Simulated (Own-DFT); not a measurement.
## Calculated data, Hf36O71 (tetragonal hafnia with one neutral oxygen vacancy, atoms displaced)

Computed with Own-DFT development build. A calculation, not a measurement: plane-wave PBE and HSE06 DFT by an unreviewed code, no spin, of a simulated cell at Gamma alone, so results move with cell size and shape, stress positive in tension, energies less offsets, not probed for a lower state with spin; hafnium file: forces about 75 meV/angstrom off all-electron values; oxygen file: force components 24 meV/angstrom off all-electron in a glass; k mesh not checked against a denser one; forces and stress are PBE's, HSE06 gives the energy alone, and its difference from PBE has offsets of its own; offsets are fitted by least squares, one for each functional and potential file, so energies compare only between cells with the same atoms and settings and are not formation energies; the far tail of each file's local potential was reset to the Coulomb form; each entry is a single point on an unrelaxed cell, so the pressure reflects the starting lattice, taken from the Materials Project, from which strain is counted, and rises with the displacements; printed positions are rounded, which can move forces by about a meV/angstrom; the program is a retired in-house code; no spin-orbit coupling.

Settings shared by all entries: first functional PBE; second functional HSE06; exact exchange share 0.25; screening 0.11 1/bohr; exchange divergence Gygi-Baldereschi; potential files PseudoDojo norm-conserving, scalar-relativistic, made for PBE, standard set; wave cutoff 48 hartree; occupations fixed; k mesh 1 x 1 x 1 centred on Gamma.

```yaml
- entry: 1
  formula: Hf36O71
  kind: "tetragonal hafnia with one neutral oxygen vacancy, atoms displaced"
  structure:
    cell_angstrom: [[10.78, 0.0, 0.0], [0.0, 10.78, 0.0], [0.0, 0.0, 10.4493]]
    atoms_fractional:
      - [Hf, 0.00226, 0.99048, 0.99636]
      - [Hf, 0.16603, 0.16288, 0.24611]
      - [O, 0.00157, 0.15836, 0.14987]
      - [O, 0.16461, 0.99152, 0.35399]
      - [O, 0.00377, 0.17068, 0.40517]
      - [O, 0.15771, 0.99618, 0.09486]
      - [Hf, 0.00048, 0.00596, 0.50943]
      - [Hf, 0.17292, 0.15467, 0.74346]
      - [O, 0.99714, 0.17135, 0.65839]
      - [O, 0.17561, 0.00175, 0.85342]
      - [O, 0.00583, 0.1722, 0.90521]
      - [O, 0.16813, 0.00135, 0.59661]
      - [Hf, 0.00288, 0.33749, 0.00627]
      - [Hf, 0.16405, 0.49621, 0.24729]
      - [O, 0.00993, 0.50115, 0.15749]
      - [O, 0.16747, 0.33913, 0.34149]
      - [O, 0.0097, 0.50346, 0.40007]
      - [O, 0.16979, 0.34053, 0.0987]
      - [Hf, 0.99222, 0.33164, 0.49641]
      - [Hf, 0.15391, 0.50798, 0.73847]
      - [O, 0.99551, 0.49254, 0.64925]
      - [O, 0.16567, 0.33138, 0.8391]
      - [O, 0.99765, 0.49078, 0.90162]
      - [O, 0.16474, 0.33889, 0.59044]
      - [Hf, 0.00505, 0.67151, 0.00151]
      - [Hf, 0.16902, 0.82859, 0.24309]
      - [O, 0.00515, 0.82164, 0.14867]
      - [O, 0.16403, 0.66481, 0.34469]
      - [O, 0.00599, 0.82921, 0.41005]
      - [O, 0.16344, 0.66333, 0.09588]
      - [Hf, 0.00771, 0.66638, 0.4916]
      - [Hf, 0.16533, 0.83237, 0.7494]
      - [O, 0.00347, 0.83104, 0.65617]
      - [O, 0.16598, 0.66662, 0.85397]
      - [O, 0.99364, 0.83185, 0.8983]
      - [O, 0.16345, 0.66807, 0.58837]
      - [Hf, 0.33259, 0.99766, 0.00129]
      - [Hf, 0.49918, 0.16459, 0.25102]
      - [O, 0.32322, 0.16758, 0.15929]
      - [O, 0.49446, 0.99749, 0.35744]
      - [O, 0.33172, 0.16885, 0.4001]
      - [O, 0.49854, 0.01175, 0.09779]
      - [Hf, 0.3353, 0.99791, 0.49951]
      - [Hf, 0.50001, 0.16101, 0.74116]
      - [O, 0.34084, 0.16744, 0.65611]
      - [O, 0.50527, 0.99953, 0.85007]
      - [O, 0.33422, 0.16828, 0.90321]
      - [O, 0.50655, 0.99838, 0.60347]
      - [Hf, 0.33612, 0.33293, 0.99352]
      - [Hf, 0.50129, 0.50378, 0.25428]
      - [O, 0.33402, 0.5018, 0.15657]
      - [O, 0.50075, 0.32968, 0.34684]
      - [O, 0.33327, 0.51028, 0.39586]
      - [O, 0.4951, 0.3249, 0.09154]
      - [Hf, 0.33354, 0.33968, 0.50497]
      - [Hf, 0.50486, 0.49401, 0.7518]
      - [O, 0.33882, 0.50038, 0.65904]
      - [O, 0.50173, 0.33515, 0.84632]
      - [O, 0.33464, 0.50261, 0.90549]
      - [O, 0.49761, 0.32944, 0.59412]
      - [Hf, 0.33034, 0.66101, 0.00717]
      - [Hf, 0.50326, 0.83195, 0.24633]
      - [O, 0.33159, 0.83211, 0.15466]
      - [O, 0.49945, 0.67168, 0.35834]
      - [O, 0.32476, 0.84076, 0.39639]
      - [O, 0.49929, 0.66368, 0.10449]
      - [Hf, 0.33447, 0.67238, 0.49779]
      - [Hf, 0.49035, 0.83545, 0.75672]
      - [O, 0.34034, 0.82897, 0.65101]
      - [O, 0.5059, 0.66288, 0.84926]
      - [O, 0.33304, 0.83617, 0.9006]
      - [O, 0.50269, 0.66444, 0.60207]
      - [Hf, 0.66776, 0.99713, 0.99655]
      - [Hf, 0.83415, 0.1646, 0.25312]
      - [O, 0.66928, 0.15962, 0.15099]
      - [O, 0.82265, 0.0024, 0.34981]
      - [O, 0.83329, 0.9953, 0.10808]
      - [Hf, 0.66747, 0.00091, 0.50301]
      - [Hf, 0.82479, 0.17226, 0.75224]
      - [O, 0.67299, 0.17225, 0.64903]
      - [O, 0.83015, 0.00586, 0.84522]
      - [O, 0.66091, 0.1685, 0.90664]
      - [O, 0.83263, 0.00092, 0.59463]
      - [Hf, 0.66126, 0.3244, 0.99277]
      - [Hf, 0.83551, 0.50294, 0.24955]
      - [O, 0.66636, 0.50694, 0.14882]
      - [O, 0.82717, 0.33227, 0.34237]
      - [O, 0.66884, 0.49517, 0.39726]
      - [O, 0.82682, 0.3275, 0.10247]
      - [Hf, 0.67311, 0.3298, 0.49915]
      - [Hf, 0.83122, 0.50002, 0.75177]
      - [O, 0.66871, 0.49853, 0.65449]
      - [O, 0.83002, 0.33555, 0.84459]
      - [O, 0.66586, 0.51252, 0.90191]
      - [O, 0.82453, 0.33874, 0.60121]
      - [Hf, 0.66853, 0.66828, 0.00055]
      - [Hf, 0.83282, 0.83853, 0.25151]
      - [O, 0.66195, 0.8274, 0.15799]
      - [O, 0.83051, 0.6693, 0.3437]
      - [O, 0.66305, 0.83899, 0.39977]
      - [O, 0.84783, 0.66622, 0.1034]
      - [Hf, 0.66949, 0.6662, 0.50366]
      - [Hf, 0.83968, 0.83511, 0.76105]
      - [O, 0.67517, 0.82712, 0.65137]
      - [O, 0.83879, 0.6735, 0.84917]
      - [O, 0.6727, 0.83538, 0.90589]
      - [O, 0.82539, 0.67051, 0.59594]
  results:
    "PBE_energy_of_cell_above_offsets [eV]": "-96.646"
    "HSE06_less_PBE_above_offsets [eV]": "0.097"
    "PBE_pressure [GPa]": 2.28
    "PBE_stress_xx [GPa]": -3.06
    "PBE_stress_yy [GPa]": -1.11
    "PBE_stress_zz [GPa]": -2.66
    "PBE_stress_yz [GPa]": -0.44
    "PBE_stress_xz [GPa]": -1.41
    "PBE_stress_xy [GPa]": -0.14
    force_element: [Hf, Hf, O, O, O, O, Hf, Hf, O, O, O, O, Hf, Hf, O, O, O, O, Hf, Hf, O, O, O, O, Hf, Hf, O, O, O, O, Hf, Hf, O, O, O, O, Hf, Hf, O, O, O, O, Hf, Hf, O, O, O, O, Hf, Hf, O, O, O, O, Hf, Hf, O, O, O, O, Hf, Hf, O, O, O, O, Hf, Hf, O, O, O, O, Hf, Hf, O, O, O, Hf, Hf, O, O, O, O, Hf, Hf, O, O, O, O, Hf, Hf, O, O, O, O, Hf, Hf, O, O, O, O, Hf, Hf, O, O, O, O]
    "force_x [eV/angstrom]": [-1.205, -0.796, -0.401, -0.34, -0.404, 1.892, -0.277, -1.433, 0.163, -0.764, -0.383, 0.231, 0.034, 2.198, -3.208, -0.144, -1.301, -0.136, 1.153, 2.192, -0.67, 0.543, 0.081, -0.119, -1.114, -0.589, -0.834, 0.157, -0.98, 1.395, -2.408, 0.785, -0.022, -0.327, 1.026, 1.225, -0.264, -0.365, 1.632, 0.437, -0.204, -0.009, 0.57, 1.058, -1.511, -0.258, 0.308, -1.093, -1.503, 0.053, 0.59, 0.238, 0.443, 1.057, -0.396, -0.357, -1.552, 0.299, 0.126, 1.163, 1.08, -0.735, 0.832, -0.1, 0.463, -0.146, 1.55, 2.869, -2.237, -0.484, 0.317, -0.558, 0.055, -0.194, -0.362, 0.612, 0.342, 0.424, 2.347, -1.747, 0.017, 0.446, 0.605, 0.627, -0.924, 0.263, 0.557, -0.073, 0.832, -1.967, -0.265, -0.359, -0.817, 0.601, 2.055, -0.063, -0.016, 1.384, 0.081, 0.298, -2.019, -1.106, -1.914, -1.21, -0.006, -0.015, 2.983]
    "force_y [eV/angstrom]": [3.309, 0.371, 0.523, 1.383, -0.991, -0.401, -0.765, 3.113, -0.517, -1.395, -1.44, 0.144, -1.59, 0.174, -0.477, -1.873, -1.287, -0.454, 1.135, -2.514, 0.709, 0.463, 2.064, -0.238, -1.637, 0.478, 1.021, 0.782, 1.872, 0.383, 0.074, -0.288, 0.526, 0.638, 0.66, -0.246, 1.066, 0.1, -0.631, 0.6, -0.387, -0.997, 0.855, 0.77, -0.374, 0.24, -1.195, 0.391, 0.775, 0.061, 0.352, 0.441, -1.181, -0.038, 0.355, 2.132, -0.049, -1.305, -0.188, 0.005, -0.617, -0.187, 0.289, -0.025, -1.433, 0.615, -0.491, -1.99, 0.471, 1.469, -0.703, 0.168, 1.002, 0.245, 0.283, -0.074, -0.793, -0.667, -0.068, -0.376, -0.025, -1.765, 0.173, 2.804, 0.329, -0.016, 0.044, 0.607, 0.563, 0.072, 0.992, -0.155, -0.289, -2.327, -0.312, -0.701, -0.647, 0.325, -0.157, -0.619, -0.209, 0.767, -0.344, 0.866, -1.589, -0.198, -0.816]
    "force_z [eV/angstrom]": [0.93, 1.905, 0.719, -1.055, -0.157, 0.355, -1.526, 1.748, -0.76, -0.839, 0.331, 1.362, -0.359, 1.019, -1.433, 0.582, 0.158, -0.735, 0.642, 1.771, -0.332, -0.555, -0.254, -0.116, -0.218, 2.151, 0.009, -0.105, -0.766, 0.308, 0.08, 0.284, 0.164, -1.329, -0.046, 1.98, 0.323, 0.176, -1.336, -0.944, 1.296, -0.089, -1.716, 1.205, -1.045, 0.139, -0.239, 0.389, 0.228, 0.109, -0.69, -0.433, 1.513, 0.521, -1.829, -0.417, -0.783, 0.04, 0.247, 0.441, -0.576, 2.043, -1.233, -1.089, 0.992, -0.373, -0.442, -0.554, -0.389, 0.344, 0.202, -0.502, 1.393, -1.426, 0.909, 0.433, -1.481, -0.924, 0.221, -0.233, 0.951, -1.621, 0.543, 2.1, -0.767, 0.482, 1.401, 0.603, -0.952, -1.22, 0.083, -0.303, 0.627, -0.252, -0.359, 0.84, 0.16, -1.254, 0.356, 0.249, -0.75, -0.353, -2.682, 1.086, 0.367, 0.03, 0.304]
- entry: 2
  formula: Hf36O71
  kind: "tetragonal hafnia with one neutral oxygen vacancy, atoms displaced"
  structure:
    cell_angstrom: [[10.78, 0.0, 0.0], [0.0, 10.78, 0.0], [0.0, 0.0, 10.4493]]
    atoms_fractional:
      - [Hf, 0.00564, 0.00509, 0.00054]
      - [Hf, 0.16555, 0.17461, 0.24998]
      - [O, 0.99814, 0.17143, 0.14815]
      - [O, 0.15852, 0.99637, 0.347]
      - [O, 0.00122, 0.16215, 0.40604]
      - [O, 0.16545, 0.00651, 0.09348]
      - [Hf, 0.99677, 0.00957, 0.5079]
      - [Hf, 0.16192, 0.17568, 0.74812]
      - [O, 0.0019, 0.17927, 0.65471]
      - [O, 0.16507, 0.99839, 0.85228]
      - [O, 0.00878, 0.16929, 0.89381]
      - [O, 0.17871, 0.99985, 0.59966]
      - [Hf, 0.00232, 0.32694, 0.00092]
      - [Hf, 0.16682, 0.49714, 0.25571]
      - [O, 0.99356, 0.50548, 0.15167]
      - [O, 0.16894, 0.32355, 0.35309]
      - [O, 0.00357, 0.5049, 0.39765]
      - [O, 0.168, 0.33444, 0.09063]
      - [Hf, 0.99623, 0.3317, 0.49723]
      - [Hf, 0.16028, 0.49633, 0.74772]
      - [O, 0.0014, 0.49925, 0.65481]
      - [O, 0.17313, 0.33224, 0.85151]
      - [O, 0.99985, 0.49469, 0.8977]
      - [O, 0.16865, 0.33723, 0.59312]
      - [Hf, 0.99823, 0.67118, 0.99815]
      - [Hf, 0.16327, 0.83567, 0.24856]
      - [O, 0.99923, 0.82966, 0.15185]
      - [O, 0.16573, 0.66888, 0.34531]
      - [O, 0.00838, 0.83076, 0.39918]
      - [O, 0.16548, 0.67117, 0.09633]
      - [Hf, 0.99481, 0.66965, 0.50283]
      - [Hf, 0.17119, 0.83638, 0.74933]
      - [O, 0.1653, 0.6656, 0.84983]
      - [O, 0.99343, 0.83029, 0.89451]
      - [O, 0.16641, 0.65824, 0.59251]
      - [Hf, 0.33604, 0.00046, 0.00458]
      - [Hf, 0.49376, 0.16878, 0.24516]
      - [O, 0.32896, 0.1652, 0.14612]
      - [O, 0.49957, 0.99971, 0.34926]
      - [O, 0.34046, 0.16709, 0.40074]
      - [O, 0.49786, 0.99441, 0.09321]
      - [Hf, 0.33471, 0.00543, 0.49952]
      - [Hf, 0.50183, 0.16625, 0.75776]
      - [O, 0.3327, 0.16128, 0.65455]
      - [O, 0.50478, 0.99432, 0.85032]
      - [O, 0.33293, 0.16665, 0.90338]
      - [O, 0.50585, 0.99415, 0.59274]
      - [Hf, 0.33544, 0.33118, 0.00684]
      - [Hf, 0.5022, 0.49288, 0.25481]
      - [O, 0.32648, 0.50072, 0.15378]
      - [O, 0.50562, 0.32995, 0.34902]
      - [O, 0.33075, 0.50077, 0.40463]
      - [O, 0.50009, 0.33859, 0.10779]
      - [Hf, 0.33627, 0.33311, 0.4994]
      - [Hf, 0.49955, 0.49448, 0.75711]
      - [O, 0.34096, 0.49812, 0.64745]
      - [O, 0.49895, 0.3355, 0.84498]
      - [O, 0.34263, 0.50525, 0.89732]
      - [O, 0.49602, 0.33446, 0.60348]
      - [Hf, 0.3339, 0.67032, 0.99839]
      - [Hf, 0.50133, 0.83307, 0.25148]
      - [O, 0.33002, 0.83329, 0.15189]
      - [O, 0.49011, 0.66263, 0.34425]
      - [O, 0.32825, 0.84058, 0.41352]
      - [O, 0.50733, 0.66067, 0.09561]
      - [Hf, 0.33399, 0.66275, 0.48877]
      - [Hf, 0.50571, 0.83203, 0.75029]
      - [O, 0.32763, 0.83135, 0.65184]
      - [O, 0.50642, 0.66347, 0.84204]
      - [O, 0.334, 0.83144, 0.90324]
      - [O, 0.49924, 0.66707, 0.59906]
      - [Hf, 0.67129, 0.9916, 0.00278]
      - [Hf, 0.83382, 0.15689, 0.25919]
      - [O, 0.65892, 0.16798, 0.1526]
      - [O, 0.83374, 0.99361, 0.35035]
      - [O, 0.66888, 0.1683, 0.40815]
      - [O, 0.83257, 0.00404, 0.10085]
      - [Hf, 0.67134, 0.99803, 0.49544]
      - [Hf, 0.83109, 0.15895, 0.75152]
      - [O, 0.66326, 0.17033, 0.64763]
      - [O, 0.82307, 0.00066, 0.85135]
      - [O, 0.66482, 0.16559, 0.90464]
      - [O, 0.83502, 0.9972, 0.603]
      - [Hf, 0.67175, 0.34091, 0.00242]
      - [Hf, 0.83194, 0.49091, 0.24944]
      - [O, 0.67291, 0.50184, 0.15142]
      - [O, 0.82489, 0.33546, 0.34233]
      - [O, 0.66966, 0.50791, 0.40375]
      - [O, 0.83918, 0.32494, 0.09985]
      - [Hf, 0.66656, 0.33136, 0.50108]
      - [Hf, 0.83118, 0.49843, 0.74692]
      - [O, 0.6664, 0.49756, 0.65135]
      - [O, 0.82623, 0.33206, 0.84365]
      - [O, 0.66156, 0.50471, 0.90886]
      - [O, 0.83268, 0.34356, 0.59887]
      - [Hf, 0.65645, 0.66439, 0.00145]
      - [Hf, 0.83223, 0.8345, 0.24809]
      - [O, 0.66714, 0.84545, 0.15267]
      - [O, 0.83031, 0.665, 0.35123]
      - [O, 0.66358, 0.83381, 0.39925]
      - [O, 0.82889, 0.66733, 0.09883]
      - [Hf, 0.66137, 0.67032, 0.49698]
      - [Hf, 0.84438, 0.8321, 0.75293]
      - [O, 0.66731, 0.8362, 0.64556]
      - [O, 0.8342, 0.66199, 0.85444]
      - [O, 0.67111, 0.83472, 0.89838]
      - [O, 0.8287, 0.67356, 0.60227]
  results:
    "PBE_energy_of_cell_above_offsets [eV]": "-97.710"
    "HSE06_less_PBE_above_offsets [eV]": "0.074"
    "PBE_pressure [GPa]": 1.4
    "PBE_stress_xx [GPa]": -0.63
    "PBE_stress_yy [GPa]": -1.98
    "PBE_stress_zz [GPa]": -1.59
    "PBE_stress_yz [GPa]": 0.1
    "PBE_stress_xz [GPa]": 0.42
    "PBE_stress_xy [GPa]": -0.05
    force_element: [Hf, Hf, O, O, O, O, Hf, Hf, O, O, O, O, Hf, Hf, O, O, O, O, Hf, Hf, O, O, O, O, Hf, Hf, O, O, O, O, Hf, Hf, O, O, O, Hf, Hf, O, O, O, O, Hf, Hf, O, O, O, O, Hf, Hf, O, O, O, O, Hf, Hf, O, O, O, O, Hf, Hf, O, O, O, O, Hf, Hf, O, O, O, O, Hf, Hf, O, O, O, O, Hf, Hf, O, O, O, O, Hf, Hf, O, O, O, O, Hf, Hf, O, O, O, O, Hf, Hf, O, O, O, O, Hf, Hf, O, O, O, O]
    "force_x [eV/angstrom]": [-0.153, -0.047, 0.504, 0.392, -0.968, -0.075, 2.568, 2.273, -1.362, -0.356, -0.885, -3.404, -0.523, -1.229, 1.422, -0.303, -0.086, -0.374, 0.413, 1.814, -1.217, -0.015, 0.238, -0.656, -0.489, 0.113, -0.384, 0.788, -1.065, 0.247, 0.636, -0.098, -0.004, -0.005, -0.48, -0.515, 0.832, 0.405, 0.346, -0.395, 0.336, 1.182, -0.345, 0.383, -0.45, 0.629, -0.534, 0.217, 0.044, 1.16, -0.211, -0.073, -0.09, 0.333, -0.661, -1.32, 0.269, -0.329, 0.864, -1.0, -0.69, 0.996, 0.288, 0.45, -2.75, -0.376, -0.458, 1.378, 0.092, 0.118, 0.012, -1.066, -1.359, 1.083, 0.135, 0.769, 1.238, -1.888, -1.336, 1.088, 1.024, -0.08, 0.345, 0.217, 0.864, -1.34, 0.677, -0.929, -1.081, -0.695, 0.229, -0.076, -0.103, 0.226, 0.483, 3.5, 0.577, -0.443, 0.255, -0.209, -0.062, 0.457, -1.189, 0.643, 0.228, -0.365, 0.816]
    "force_y [eV/angstrom]": [-0.75, -2.933, -0.528, 2.275, 1.703, -0.339, -3.442, -1.493, -0.718, 0.392, -0.71, 0.269, 1.849, 1.745, -0.737, 1.759, -1.79, -0.269, 1.808, 1.415, -0.169, 0.529, -0.182, -0.348, -1.672, -0.931, 0.73, -0.7, 0.881, -0.197, 0.067, -0.466, 0.068, 1.569, 0.33, -0.508, -1.076, 0.465, 0.268, 0.459, 0.325, -0.835, -0.582, 0.612, 0.926, -0.012, 0.424, 1.064, 0.74, -0.31, 0.434, -2.067, -0.031, 0.344, 1.45, -0.13, -1.674, -0.825, -0.535, -0.801, 0.829, 0.05, 0.675, -1.16, 0.46, 1.904, -0.228, -0.077, 1.25, 0.501, 0.358, 1.049, 1.357, -0.172, 0.777, -0.792, 0.214, -0.486, 1.246, -0.087, 0.087, 0.51, 0.539, -1.469, 3.217, -0.945, -2.233, -1.706, 0.488, 1.227, 0.605, -0.003, -0.426, -1.497, -0.749, 1.061, -2.68, -0.428, 0.651, -0.173, 0.83, 0.094, -1.285, 0.029, 0.361, -0.988, 0.075]
    "force_z [eV/angstrom]": [-0.715, -0.639, 0.872, -0.447, -1.051, 0.754, -0.102, 0.692, -1.253, -0.527, 0.646, 0.105, -0.714, -0.653, 0.127, -0.315, 0.8, 1.66, 0.911, 0.336, -0.948, -0.529, 0.692, 0.358, 0.336, 0.736, -0.666, -0.418, 1.464, -0.247, -0.585, -0.201, -0.548, 0.355, 0.119, -1.619, 0.533, 0.641, -1.132, -0.755, 0.989, 0.796, -0.664, 0.111, -0.32, 0.356, 0.261, -1.939, -1.061, 0.384, 0.547, -1.546, -0.71, 1.612, -2.118, 0.452, 1.805, 1.259, -1.016, -0.023, 0.043, 0.399, -0.081, -1.617, 1.456, 2.838, -1.363, 0.831, 0.946, 0.061, -1.08, -0.827, -2.138, 0.927, 0.836, -0.937, 0.431, 1.381, 0.316, 0.801, -0.174, 0.074, 0.072, -0.101, -0.366, 0.149, 1.512, -0.474, -0.46, 1.1, 0.535, 0.402, 0.489, -0.667, -1.139, -1.383, -0.095, 0.083, -0.455, -0.751, -0.144, 1.532, -0.211, 0.702, -1.225, 0.491, 0.039]
```
